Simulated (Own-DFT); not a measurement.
# Reading a pressure off an energy slope: monoclinic HfO2, 94 atoms (Hf32O62), with two O vacancies

These are calculations. Each geometry was run twice at fixed positions with Own-DFT, a retired in-house plane-wave program that no person has reviewed: with PBE, and with HSE06 (exact exchange share 0.25 at short range, screening 0.11 per bohr, Gygi-Baldereschi treatment of its divergence). Both used PseudoDojo norm-conserving files made for PBE, a cutoff of 48 hartree, the Gamma point alone, fixed occupations, a neutral cell and no spin. With Gamma alone and a thickness of 10.1 Å, finite-size errors remain in every number. The hafnium file keeps the 4f electrons in the core, and its forces lie about 75 meV/Å off all-electron values. The oxygen file's force components were 24 meV/Å off all-electron values in a glass.

Unstrained cell vectors in Å: (10.234, 0.000, 0.000); (0.000, 10.350, 0.000); (-1.696, 0.000, 10.445), volume V0 = 1106.4 Å³, from measured lattice constants. Each geometry has its own random strain of a few per cent, its own defect sites and random moves of rms u per axis. HSE06 gave the energy alone. D is its energy less that of PBE, over the lowest D shown. The PBE stress wasn't checked against mesh or cutoff.

```
run,V - V0 (Å³),u (Å),P with PBE (GPa),D (eV)
1,4.3,0.0537,4.01,1.104
2,-12.4,0.0501,8.31,0.781
3,-26.6,0.0318,11.33,0.239
4,-4.8,0.0517,6.69,0.935
5,16.8,0.0299,0.45,1.248
6,-13.3,0.0529,8.12,0.795
7,19.8,0.0465,0.07,1.506
8,7.1,0.0302,2.08,1.103
9,34.9,0.0312,-2.84,1.721
10,49.2,0.0283,-5.66,2.088
11,7.5,0.0462,2.84,1.264
12,11.4,0.0476,2.24,1.331
13,-36.2,0.0288,13.04,0.000
14,-31.8,0.0462,12.57,?
```

## Worked fit

D = 0.80 + 0.0242 (V - V0) + 103 u² eV, with an error of 0.0006 on the volume slope, 16 on the last term and a scatter of 0.05 eV. Pressure is -dE/dV, and 1 eV/Å³ is 160.2 GPa, so HSE06 changes the pressure by -3.9 ± 0.1 GPa. With the ions held to the strained lattice, the PBE pressure falls by 252 ± 8 GPa per unit of volume strain; the shape of the strain isn't fitted, so the true error is larger, and a relaxed crystal would be softer. On that slope HSE06's volume at a given pressure is about 1.5 % smaller, or 0.5 % in lengths. At u = 0 and V0 the PBE pressure is 4.6 GPa, which puts the zero-pressure volume, against the measured cell and with the defects in, at +1.8 % for PBE and +0.3 % for HSE06, each good to a few tenths of a per cent.

## Test on the hidden row

Question: what D should run 14 give?

The fitted form gives 0.25 eV, with rows scattering by 0.05. The hidden result is 0.285 eV.
